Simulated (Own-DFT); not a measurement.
# Misfit strain and the stress it brings: wurtzite GaN, 72 atoms (Ga36N36)

Source: density functional calculations with Own-DFT, an unreviewed in-house program that is no longer used. Nothing was measured or relaxed, and spin and spin-orbit coupling are left out.

Method: PBE; PseudoDojo norm-conserving scalar-relativistic files (stringent for Ga); cutoff 96 hartree; 4 x 4 x 3 k mesh centred on Gamma; Gaussian smearing of 0.01 eV.

Limits: forces not confirmed at this smearing and k mesh; stress not checked against mesh or cutoff.

Unstrained cell vectors in Å: (9.567, 0.000, 0.000); (-4.784, 8.285, 0.000); (0.000, 0.000, 10.370). The unstrained cell has measured lattice constants (interpolated for alloys), not those of this functional. That, the random moves and any unrelaxed bonds set the pressure at no strain. Each run strains x and y alike by e, as a substrate would, and holds the height along z. All atoms carry random offsets, Gaussian with a width of 0.05 Å per axis. Stress is positive in tension.

```
e (%)  u (Å)  (s_xx + s_yy)/2 (GPa)  s_zz (GPa)
-2.75  0.051                 -25.07      -11.58
-2.50  0.052                 -23.60      -10.16
-1.75  0.047                      ?           ?
-0.75  0.051                 -11.31       -8.78
-0.50  0.049                  -9.83       -7.46
 0.50  0.052                  -3.68       -7.31
 1.00  0.051                  -1.98       -6.07
 2.25  0.052                   3.08       -3.34
 2.50  0.050                   4.22       -3.61
 2.75  0.052                   5.58       -2.33
```

## Worked fit

With e as a fraction, the in-plane stress is -6.9 + 554 e - 4187 e² GPa (errors 6 and 389, scatter 0.36), and s_zz is -7.2 + 152 e GPa (slope ± 11, scatter 0.63). At e = 0 the first slope is C11 + C12 and the second 2 C13, both with the ions held to the strained lattice and at the cell's own pressure. The term in e² is negative: the layer stiffens under compression and softens under tension. A free layer would change its height as e changes, and the in-plane slope would drop by 2 C13²/C33 to the biaxial modulus. At fixed height, a misfit of 1 % moves the in-plane stress by about 5.5 GPa and s_zz by 1.5 GPa.

## The run left out

Q: what are the two stresses at e = -1.75 %?

The fit gives -17.9 and -9.8 GPa. The run itself gave -17.31 and -9.47 GPa.
